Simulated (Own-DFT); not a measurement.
Simulation results for Si3N4 (beta silicon nitride, atoms displaced)

Computed with Own-DFT development build. A calculation, not a measurement: plane-wave PBE density functional theory by an unreviewed code, no spin, of a simulated periodic cell, stress positive in tension, free energy of the whole cell less one offset for each atom, forces on such cells moved up to 12 meV/angstrom on a denser k mesh; offsets are fitted by least squares, one for each functional and potential file, so energies compare only between cells with the same atoms and settings and are not formation energies; the far tail of each file's local potential was reset to the Coulomb form; each entry is a single point on an unrelaxed cell, so the pressure reflects the starting lattice, mostly measured values (interpolated for alloys), from which strain is counted, and rises with the displacements; printed positions are rounded, which can move forces by about a meV/angstrom; the program, named Own-DFT, is a retired in-house code; no spin-orbit coupling; before rounding, a Quantum ESPRESSO 7.3.1 run of the same cell and cutoff gave forces within 1 meV/angstrom rms on each cell, which checks the program and not the settings.

Settings shared by all entries: functional PBE; potential files PseudoDojo norm-conserving, scalar-relativistic, standard set; wave cutoff 42 hartree; occupations Fermi-Dirac; smearing width 0.1 eV; k mesh 2 x 2 x 4 centred on Gamma.

(1) 
```xyz
112
Lattice="15.2120 0.0000 0.0000 -7.6060 13.1740 0.0000 0.0000 0.0000 5.8180" Properties=species:S:1:pos:R:3:force_x:R:1:force_y:R:1:force_z:R:1 formula=Si3N4 free_energy_of_cell_above_offsets=-8.987 pressure=8.12 stress_xx=-8.79 stress_yy=-4.43 stress_zz=-11.14 stress_yz=0.12 stress_xz=-0.33 stress_xy=-1.13
Si    -1.6292     5.0682     0.6293     -0.855      2.626      5.076
Si     0.2115     2.6670     0.7042      0.118      2.008      1.128
Si     1.4488     5.3428     0.7076     -4.266      3.257      2.384
Si     5.4007     1.5809     2.2804     -2.201     -2.534     -5.535
Si     3.5926     3.9057     2.1109      0.022     -1.889       3.14
Si     2.3281     1.1397     2.2332      2.953     -0.722     -1.029
N      2.4506     0.2931     0.7414     -1.471     -2.437     -0.609
N      6.1832     1.9630     0.6771      1.958      0.987      2.517
N      2.8268     4.4180     0.7466      -0.43      -0.16     -2.172
N      1.3801     6.3753     2.1538      0.666     -0.298       1.13
N     -2.4328     4.5944     2.1678      2.213      1.488      1.128
N      1.0194     2.1755     2.1649     -1.181      1.423      0.738
N     -0.1507     4.4596     0.7817      6.805     -3.754     -0.475
N      3.7838     2.1967     2.1644     -0.587      0.089      0.529
Si    -1.6232     5.0575     3.7145      0.702      0.781     -2.632
Si     0.2483     2.6988     3.6660     -2.059      0.456     -1.927
Si     1.3557     5.3917     3.7149      0.196      3.944     -3.402
Si     5.4181     1.5317     5.0725     -0.777     -1.855      0.591
Si     3.5535     4.0989     5.0530      2.015     -4.412     -0.298
Si     2.4269     1.2282     5.0804      1.523     -3.026      0.497
N      2.3772     0.1657     3.6517     -0.582      0.971      0.834
N      6.1953     1.9676     3.6171      2.131      1.436      1.989
N      2.6947     4.4003     3.6153      2.455     -0.996     -0.417
N      1.4401     6.3217     5.1185      0.507      1.632      0.433
N     -2.3879     4.5192     5.1497     -2.077     -0.653     -3.689
N      0.9984     2.1131     5.0844     -1.016      1.455      0.119
N      0.0182     4.4561     3.6894     -2.221     -2.893      0.187
N      3.8534     2.0854     5.0500     -1.716      4.695     -0.237
Si    -5.5064    11.6497     0.7038      4.028      1.047      1.413
Si    -3.6176     9.1789     0.6730      0.953      1.593      0.666
Si    -2.3534    12.0973     0.7019     -2.073     -3.705      0.052
Si     1.5797     8.1956     2.2075      1.961      -3.44      0.837
Si    -0.2585    10.4654     2.1652      1.579     -0.299      0.024
Si    -1.3278     7.7255     2.3029     -1.425      0.124     -4.507
N     -1.4536     6.7708     0.7118     -0.023      0.778      1.095
N      2.4564     8.5409     0.7868     -0.287      0.342     -0.916
N     -0.9745    10.9405     0.6643     -1.659      1.416       1.95
N     -2.3952    12.9051     2.1898      0.659      3.451     -0.718
N     -6.1481    11.2145     2.2183     -3.656     -1.126     -0.233
N     -2.7709     8.7578     2.2525      1.739     -1.456     -4.617
N     -3.8911    10.8978     0.7232      1.289       1.58     -0.264
N      0.0403     8.6962     2.1758     -2.452      3.024      -0.14
Si    -5.4241    11.6201     3.7014      2.763     -0.081     -0.774
Si    -3.5665     9.1722     3.5784     -0.683      3.161      3.545
Si    -2.4840    12.0275     3.5960      2.447     -1.361      1.512
Si     1.5989     8.1345     5.1674      -0.72     -0.778     -1.168
Si    -0.2159    10.5058     5.0568      1.587     -1.074      -0.04
Si    -1.2859     7.7182     5.1004     -3.857     -0.106       1.85
N     -1.4312     6.8582     3.6775     -0.135     -4.644       0.87
N      2.3718     8.6313     3.6828      0.652     -0.489      0.407
N     -0.9529    10.9475     3.6345     -2.511       1.58     -1.262
N     -2.4302    12.9342     5.0633      0.926      1.723     -0.578
N     -6.2578    11.0826     5.1210      0.077      1.136     -0.952
N     -2.7121     8.7864     5.0386     -0.639     -0.781      1.139
N     -3.7375    10.9837     3.6430     -3.576     -2.381      0.111
N     -0.0461     8.7354     5.0846      4.058      2.241      0.374
Si     6.0196     5.0605     0.6902     -1.233      0.792      1.422
Si     7.8397     2.7331     0.6469     -1.505      -1.29      2.336
Si     9.0040     5.4532     0.6506        0.6     -1.889      2.559
Si    13.0197     1.5941     2.1228     -3.105     -2.699      1.225
Si    11.2496     4.0068     2.2098     -1.184     -3.087     -0.579
Si    10.0717     1.1986     2.1774     -1.749     -0.897     -1.024
N     10.0789     0.2023     0.7070     -0.702      0.633      0.294
N     13.9057     1.9574     0.7776     -1.018     -0.551     -3.119
N     10.4971     4.3389     0.7288      -3.67      2.722      -0.47
N      8.9380     6.3327     2.1902      0.432      1.261     -1.315
N      5.1310     4.6070     2.1313      1.566      0.918      1.302
N      8.5763     2.1962     2.2498      1.564     -0.782     -4.199
N      7.5317     4.4531     0.7281       3.69      -1.06     -0.147
N     11.3858     2.2008     2.1181       1.86       1.86      0.101
Si     5.9958     5.0535     3.6296      1.619       0.57     -0.777
Si     7.7644     2.6940     3.5692      0.549     -0.842      2.606
Si     8.9687     5.4180     3.6101      2.177      0.014      0.776
Si    13.0449     1.5214     5.1124     -1.187      1.423     -1.852
Si    11.2039     3.8862     5.0731     -0.242      1.582      0.085
Si    10.0808     1.1316     5.0312     -1.904      1.007      1.846
N      9.9978     0.2248     3.6134      0.174     -0.132     -0.452
N     13.7755     2.0300     3.5133      2.726      0.825      4.656
N     10.3951     4.3530     3.6280     -0.927      1.798      0.559
N      9.0843     6.3897     5.0930     -0.555     -1.078     -1.673
N      5.2724     4.5100     5.1011     -2.289      0.812     -1.585
N      8.5560     2.2098     5.0514      2.022     -1.236     -0.649
N      7.6928     4.3714     3.6831     -4.181        1.1     -0.413
N     11.3620     2.2719     5.0089      2.548     -4.128      0.391
Si     2.2078    11.6183     0.7913      0.468      0.862     -1.725
Si     4.0143     9.2380     0.7404      0.244      2.845      0.305
Si     5.2049    12.0798     0.6667     -1.029     -1.437      4.537
Si     9.1752     8.0903     2.1774      0.983     -0.361      0.634
Si     7.3842    10.4751     2.2192      0.843      1.478     -2.935
Si     6.2602     7.6795     2.1885     -0.828      3.728     -0.539
N      6.1446     6.7823     0.7488      0.209      0.135     -1.278
N      9.9686     8.5044     0.7205      1.413     -0.011      0.229
N      6.4615    10.9277     0.6903      2.993     -0.477      0.425
N      5.1618    12.9588     2.2570      1.114      1.519      -2.08
N      1.4108    11.1372     2.2298     -0.905     -0.032     -0.627
N      4.7788     8.7655     2.1931      1.785     -1.283       0.59
N      3.8397    11.0770     0.6742     -1.179     -2.847      0.341
N      7.6575     8.8264     2.2582     -1.662      -2.29     -0.862
Si     2.2641    11.6914     3.6310     -1.357     -1.316      1.056
Si     4.0152     9.2376     3.6978     -1.875       1.65     -3.188
Si     5.2119    12.0242     3.6814     -0.788     -0.922     -1.554
Si     9.2403     8.0701     5.0631     -1.444      1.481       0.39
Si     7.3714    10.5074     5.0130     -0.312     -1.988      3.789
Si     6.2413     7.7441     5.0892     -0.843      1.904      1.211
N      6.2219     6.8871     3.6504     -0.571     -4.552      0.194
N     10.0709     8.4967     3.6519      -0.44     -0.069     -1.326
N      6.6113    10.9189     3.6287     -2.521      2.275     -0.524
N      5.2472    12.9815     5.1199      0.558      1.937     -1.998
N      1.3776    11.2073     5.1027      0.416      0.104       0.04
N      4.7644     8.8213     5.0742      2.995     -2.507      2.266
N      3.8058    10.9821     3.6161      1.376     -0.055      0.414
N      7.6057     8.7768     5.0365      0.439      -0.51      0.639
```

Units: free_energy_of_cell_above_offsets in eV; pressure, stress_xx, stress_yy, stress_zz, stress_yz, stress_xz, stress_xy in GPa; force_x, force_y, force_z in eV/Å.

(2) 
```xyz
112
Lattice="15.2120 0.0000 0.0000 -7.6060 13.1740 0.0000 0.0000 0.0000 5.8180" Properties=species:S:1:pos:R:3:force_x:R:1:force_y:R:1:force_z:R:1 formula=Si3N4 free_energy_of_cell_above_offsets=-7.595 pressure=7.66 stress_xx=-6.53 stress_yy=-6.26 stress_zz=-10.18 stress_yz=-0.49 stress_xz=-0.02 stress_xy=0.39
Si    -1.5863     5.0964     0.6678     -0.631      -0.75       2.06
Si     0.2926     2.6847     0.7122     -1.254      0.113      1.125
Si     1.3748     5.3272     0.6939     -0.099      3.621      0.478
Si     5.4056     1.5009     2.2141     -4.636     -1.196     -3.014
Si     3.6181     3.9210     2.2296     -1.482     -0.383     -2.192
Si     2.4106     1.1328     2.1833      2.166     -0.509       0.34
N      2.4085     0.2475     0.6738     -0.555     -1.835      2.594
N      6.1329     1.9324     0.7908       3.94        1.1     -3.115
N      2.7736     4.4227     0.7735      1.472     -1.469     -2.049
N      1.4364     6.3755     2.1303     -0.639      0.764      0.406
N     -2.4747     4.4887     2.0739      2.714      3.114      1.601
N      1.1182     2.1646     2.1754     -3.227      1.439      0.161
N     -0.0304     4.3558     0.7137      0.508        0.8      0.051
N      3.7523     2.2172     2.1940      1.462     -1.233      0.361
Si    -1.5455     5.1585     3.6666     -1.816     -6.129     -1.518
Si     0.2654     2.6508     3.6565     -0.892       1.98     -2.141
Si     1.3691     5.4251     3.5766      -0.15      3.667      1.359
Si     5.4335     1.5928     5.0260     -1.642     -0.652      2.496
Si     3.5728     3.9155     4.9902     -0.464      1.632      2.764
Si     2.4494     1.1869     5.1627       0.16      1.313     -3.211
N      2.3912     0.2330     3.6749      -0.23      0.078      0.175
N      6.1568     2.0177     3.5296      3.651      0.811      4.289
N      2.7309     4.4691     3.5842      1.743     -1.436      1.316
N      1.3472     6.4489     5.1717      0.526     -2.301     -2.144
N     -2.3958     4.5414     5.1127      -0.45      1.102     -1.645
N      0.9758     2.1921     5.0703      2.768     -1.304      1.128
N      0.0319     4.4272     3.6193     -1.303     -1.768      0.001
N      3.8368     2.2585     5.1009     -0.798     -1.388     -0.446
Si    -5.4436    11.6639     0.7335      1.161      1.145     -0.054
Si    -3.5455     9.2200     0.6555     -2.115      3.478      3.618
Si    -2.4028    12.0225     0.7086     -0.498      1.339      1.248
Si     1.6167     8.1777     2.1819      -0.14     -3.072     -0.339
Si    -0.2486    10.4425     2.1961      3.169      0.389     -2.049
Si    -1.3537     7.7061     2.1579      1.188      0.451       1.45
N     -1.4640     6.8815     0.7079     -0.428     -2.753     -0.167
N      2.4438     8.5631     0.7520       0.14      0.481     -1.064
N     -1.0121    10.9988     0.7334     -0.828      0.281      0.276
N     -2.5244    12.9445     2.1846      1.593      0.355       1.09
N     -6.2487    11.2411     2.1554       0.52       0.24      1.415
N     -2.7696     8.7359     2.1864     -0.314      -0.03     -0.853
N     -3.8087    11.1131     0.7288     -0.489     -4.611     -0.153
N      0.0350     8.7741     2.2110     -1.869     -0.402     -0.423
Si    -5.4154    11.7030     3.7193      0.495     -0.301     -2.421
Si    -3.6296     9.2176     3.5574       1.31      3.793      1.976
Si    -2.3372    12.0365     3.6968     -2.352     -0.519     -1.574
Si     1.6507     8.1523     5.0943     -2.185     -1.756      0.344
Si    -0.2308    10.5347     5.1265      1.875     -2.926     -1.279
Si    -1.5196     7.7834     5.0848      6.858     -2.722     -0.484
N     -1.3762     6.7522     3.6681     -0.931      4.301     -0.849
N      2.4410     8.5039     3.6200      1.331      1.299      0.688
N     -0.9409    10.9511     3.5840     -2.683      2.133      3.101
N     -2.4530    13.0218     5.1247      1.454          0     -1.317
N     -6.2562    11.2044     5.1000      1.521      0.652      0.664
N     -2.7477     8.7753     5.1296     -3.752      1.903     -3.641
N     -3.8253    10.9975     3.7330       1.51     -1.345     -0.604
N     -0.0195     8.7062     5.0450     -0.534      2.927      0.519
Si     5.9877     5.1784     0.6857     -0.344     -6.528      0.663
Si     7.8626     2.6411     0.7390      -1.65      0.721      0.233
Si     8.9700     5.5024     0.8059     -1.124     -5.032     -2.508
Si    13.1619     1.6070     2.2426     -5.552     -1.058     -2.685
Si    11.1086     3.9986     2.1058       4.08     -4.469      4.283
Si    10.0665     1.0921     2.2267      2.102      2.958     -0.098
N     10.0000     0.1944     0.7745     -0.354      0.337     -1.281
N     13.8741     2.0412     0.7068      1.419     -0.632      1.909
N     10.3377     4.2887     0.7643     -3.331      3.136     -4.244
N      9.0231     6.4015     2.1638      1.059       0.93      3.347
N      5.1412     4.5768     2.1574      2.318      1.161      0.438
N      8.7174     2.2471     2.1892     -0.673     -1.714      0.291
N      7.5904     4.3351     0.6994      0.094       1.72      0.137
N     11.4005     2.2543     2.1929      0.943     -1.475     -0.177
Si     6.0380     5.0274     3.6184      0.058      0.948     -1.129
Si     7.8299     2.5741     3.6527     -0.252      3.088      -2.52
Si     9.0284     5.3850     3.6326      0.013     -0.408      1.175
Si    13.0793     1.5427     5.1575     -1.953     -0.306     -1.741
Si    11.1748     3.8933     5.1040      2.303     -2.509      1.117
Si     9.9858     1.1443     5.0873       3.69      0.198      1.946
N     10.1497     0.2393     3.7148     -1.708     -3.279     -1.725
N     13.8516     2.0406     3.6607      1.902     -0.138      1.738
N     10.4749     4.3272     3.6717     -3.186      3.073     -1.393
N      8.9326     6.3060     5.1547      1.867      2.911     -2.381
N      5.1787     4.5866     5.0526      0.336      0.623     -0.042
N      8.6974     2.1916     5.0319     -2.104      0.049      2.054
N      7.6647     4.3926     3.5653     -1.037      -1.92      0.488
N     11.4665     2.1015     5.0617     -1.376      1.861      0.777
Si     2.2830    11.6877     0.7180     -1.221     -2.124      0.999
Si     4.0063     9.2247     0.6515      1.307      -0.65      3.114
Si     5.1604    12.0538     0.6933      0.217     -1.378      2.098
Si     9.3179     8.0888     2.2285     -4.897      1.143     -0.734
Si     7.3897    10.5065     2.1249     -1.294      2.596      1.212
Si     6.2578     7.7833     2.2537      1.428     -0.605     -2.276
N      6.1903     6.7202     0.8453      1.127      6.704     -2.116
N     10.0203     8.5034     0.7485      3.504      1.428      0.419
N      6.5823    11.0399     0.6609     -0.257      0.349      1.421
N      5.1313    12.9735     2.1895      0.969       1.73     -0.278
N      1.4186    11.1265     2.1462     -1.017      0.621      0.952
N      4.8786     8.6592     2.1943     -3.687      2.915     -0.719
N      3.8047    10.8940     0.8012      0.814      2.515     -1.191
N      7.6056     8.8935     2.2561       2.22     -4.347     -0.558
Si     2.1802    11.6373     3.6804      0.988      0.409     -2.489
Si     3.9992     9.3249     3.5961      1.407     -2.551     -0.352
Si     5.1609    12.1347     3.7235      0.287     -4.774     -6.074
Si     9.3812     8.0715     5.1137     -6.274     -1.051     -0.525
Si     7.4360    10.5496     5.1118     -2.727     -0.945     -2.405
Si     6.2579     7.8481     5.0594        0.2     -3.329      0.659
N      6.2803     6.7873     3.5622      0.009     -0.886      3.856
N      9.9616     8.7200     3.6536      1.602      -1.52      0.296
N      6.5691    11.0303     3.6044       0.17      0.402      0.734
N      5.2384    12.9532     5.0620       0.15      3.399      4.098
N      1.3913    11.1951     5.0936     -0.831      0.072      1.106
N      4.8398     8.7626     5.0930     -0.862      0.352     -1.639
N      3.7736    10.9680     3.5716      0.456      2.128      1.194
N      7.6034     8.8342     5.1238      2.825     -0.761      0.169
```

Units: free_energy_of_cell_above_offsets in eV; pressure, stress_xx, stress_yy, stress_zz, stress_yz, stress_xz, stress_xy in GPa; force_x, force_y, force_z in eV/Å.
